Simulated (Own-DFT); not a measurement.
# How strain changes the stress of 4H SiC, 72 atoms (C36Si36)

All numbers below are calculated, not measured. The program, named Own-DFT, is a retired in-house plane-wave density functional code that no person has reviewed. Each row is one single-point run on a periodic cell that was not relaxed, without spin or spin-orbit coupling.

Settings of every run: PBE; PseudoDojo norm-conserving scalar-relativistic files; cutoff 42 hartree; 4 x 4 x 3 k mesh centred on Gamma; Fermi-Dirac smearing of 0.1 eV.

Known limits: forces on such cells passed a denser k mesh, each cell not checked; stress not checked against mesh or cutoff.

Unstrained cell vectors in Å: (9.248, 0.000, 0.000); (-4.624, 8.009, 0.000); (0.000, 0.000, 10.068). The unstrained cell has measured lattice constants (interpolated for alloys), not those of this functional. That, the random moves and any unrelaxed bonds set the pressure at no strain. Each run strains this cell uniformly, with the atoms carried along. Every atom was also moved at random, by a Gaussian of width 0.05 Å on each axis. Strain is the symmetric tensor, in per cent. Stress is positive in tension, and the pressure is minus a third of its trace.

```
run,e_xx (%),e_yy (%),e_zz (%),e_yz (%),e_xz (%),e_xy (%),s_xx (GPa),s_yy (GPa),s_zz (GPa),s_yz (GPa),s_xz (GPa),s_xy (GPa),P (GPa),E (meV/atom)
1,-0.65,-0.96,-1.46,-1.19,-0.33,1.62,-10.52,-11.98,-16.71,-4.09,-0.82,7.67,13.07,45.6
2,0.00,1.73,-1.49,-1.58,-0.27,-0.10,-4.52,4.53,-14.94,-5.52,-1.55,-0.42,4.97,11.5
3,-1.77,0.28,-1.58,0.28,-0.44,0.51,-12.46,-8.11,-17.10,0.93,-1.46,0.98,12.56,23.1
4,-0.48,1.01,0.61,0.49,-0.55,1.75,-7.28,-1.21,-0.66,1.27,-1.87,7.97,3.05,20.9
5,-1.04,-1.29,0.42,-1.78,1.42,-0.88,-12.40,-13.88,-3.42,-5.37,4.71,-4.50,9.90,28.6
6,-0.45,-0.01,0.37,-0.29,-0.98,1.61,-7.98,-5.35,-3.76,-0.11,-4.45,8.22,5.70,13.8
7,-1.81,0.49,0.39,0.69,1.66,0.31,-14.75,-3.05,-4.84,1.83,5.85,1.09,7.54,18.9
8,1.31,0.84,1.62,0.44,1.65,-1.05,3.20,0.77,4.53,2.02,5.60,-4.53,-2.83,0.2
9,-1.97,-1.12,1.90,-1.35,-0.78,-0.96,-18.71,-10.80,2.29,-5.30,-3.46,-6.10,9.07,46.6
10,0.44,-0.02,0.21,1.82,-0.52,-1.20,-1.54,-4.69,-5.29,6.09,-1.63,-5.23,3.84,17.9
11,-0.42,-0.10,-1.18,-1.21,-1.70,1.65,-6.57,-6.73,-16.46,-4.74,-5.69,6.75,9.92,36.7
12,1.51,1.45,1.18,-1.65,-1.85,1.20,4.71,4.02,2.10,-4.88,-5.95,5.37,-3.61,1.7
13,-1.13,-0.55,0.52,-0.74,-0.25,-0.21,-10.46,-8.18,-3.75,-1.24,-0.83,-1.33,7.47,3.9
14,0.32,1.68,1.73,0.98,-0.23,-0.61,-1.38,5.39,4.53,2.51,-1.34,-3.03,-2.85,0.0
15,-1.85,-1.67,1.75,1.07,-0.51,1.12,-16.91,-15.01,3.03,2.91,-1.01,7.32,9.63,22.5
16,-0.48,-0.89,0.52,1.80,1.88,1.04,-8.53,-7.46,-6.20,4.91,7.18,5.95,7.40,24.1
17,0.21,0.39,0.34,0.17,-1.94,0.96,?,?,?,?,?,?,?,?
```

E is the free energy for each atom above the lowest run shown.

## Worked fit

Each stress component was fitted by least squares to a constant and the strains of the runs shown, as fractions, with shears doubled. Shear strains stay in the fit of a normal stress only where such slopes are resolved. The slopes, in GPa:

| stress | at no strain | per e_xx | per e_yy | per e_zz | scatter |
|---|---|---|---|---|---|
| s_xx | -4.9 | 558 ± 33 | 98 ± 33 | -18 ± 23 | 1.06 |
| s_yy | -5.2 | 87 ± 39 | 526 ± 38 | 67 ± 27 | 1.23 |
| s_zz | -6.9 | 29 ± 40 | 72 ± 39 | 633 ± 28 | 1.26 |

Each shear stress against twice its own strain: yz 156 ± 9, xz 175 ± 7, xy 250 ± 11 GPa. These are stiffnesses along x, y and z of the frame in which the cell vectors are given, which need not be the crystal's axes. The atoms are held to the strained lattice; where symmetry lets them move under strain, relaxing them would lower some slopes. The table should be nearly symmetric about its diagonal, and what it lacks of that shows the noise. A ninth of its sum, 228 ± 4 GPa, estimates the bulk modulus near the mean pressure of these runs, 5.9 GPa, so it lies above the value at zero pressure.

## Withheld run

Question: what normal stresses and pressure should run 17 give?

The fit gives s_xx = -3.4, s_yy = -2.7, s_zz = -4.4 and P = 3.5 GPa. The calculation gave -3.88, -3.00, -3.51 and P = 3.46 GPa.
